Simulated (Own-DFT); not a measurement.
# Hybrid less PBE against volume: monoclinic HfO2, 94 atoms (Hf32O62), with two O vacancies

All values are computed. Each geometry was run twice at fixed positions with Own-DFT, a retired in-house plane-wave program that no person has reviewed: with PBE, and with HSE06 (exact exchange share 0.25 at short range, screening 0.11 per bohr, Gygi-Baldereschi treatment of its divergence). Both used PseudoDojo norm-conserving files made for PBE, a cutoff of 48 hartree, the Gamma point alone, fixed occupations, a neutral cell and no spin. With Gamma alone and a thickness of 10.1 Å, finite-size errors remain in every number. The hafnium file keeps the 4f electrons in the core, and its forces lie about 75 meV/Å off all-electron values. The oxygen file's force components were 24 meV/Å off all-electron values in a glass.

Unstrained cell vectors in Å: (10.234, 0.000, 0.000); (0.000, 10.350, 0.000); (-1.696, 0.000, 10.445), volume V0 = 1106.4 Å³, from measured lattice constants. Each geometry has its own random strain of a few per cent, its own defect sites and random moves of rms u per axis. HSE06 gave the energy alone. D is its energy less that of PBE, over the lowest D shown. The PBE stress wasn't checked against mesh or cutoff.

```
run  V - V0 (Å³)   u (Å)  P with PBE (GPa)  D (eV)
  1          7.5  0.0312              2.65   1.110
  2          3.0  0.0320              3.51   0.976
  3         -4.8  0.0480              6.75   1.056
  4         -4.1  0.0469              7.07   0.926
  5        -39.1  0.0310             13.40   0.000
  6         -2.2  0.0532              5.47   1.161
  7          4.4  0.0497              4.67   1.117
  8         -9.3  0.0287              6.25   0.659
  9        -11.5  0.0498              8.87   0.715
 10         -8.8  0.0322              6.13   0.738
 11        -21.3  0.0569             11.12   0.649
 12         -1.4  0.0310              5.29   0.811
 13          4.6  0.0497              4.61   1.134
 14        -15.7  0.0286              7.44       ?
```

## Fit

D = 0.79 + 0.0232 (V - V0) + 114 u² eV, with an error of 0.0015 on the volume slope, 22 on the last term and a scatter of 0.07 eV. Pressure is -dE/dV, and 1 eV/Å³ is 160.2 GPa, so HSE06 changes the pressure by -3.7 ± 0.2 GPa. With the ions held to the strained lattice, the PBE pressure falls by 256 ± 12 GPa per unit of volume strain; the shape of the strain isn't fitted, so the true error is larger, and a relaxed crystal would be softer. On that slope HSE06's volume at a given pressure is about 1.5 % smaller, or 0.5 % in lengths. At u = 0 and V0 the PBE pressure is 3.6 GPa, which puts the zero-pressure volume, against the measured cell and with the defects in, at +1.4 % for PBE and -0.0 % for HSE06, each good to a few tenths of a per cent.

## Withheld run

The question: what D should run 14 give?

The fit gives 0.52 eV, with rows scattering by 0.07. The hidden result is 0.507 eV.
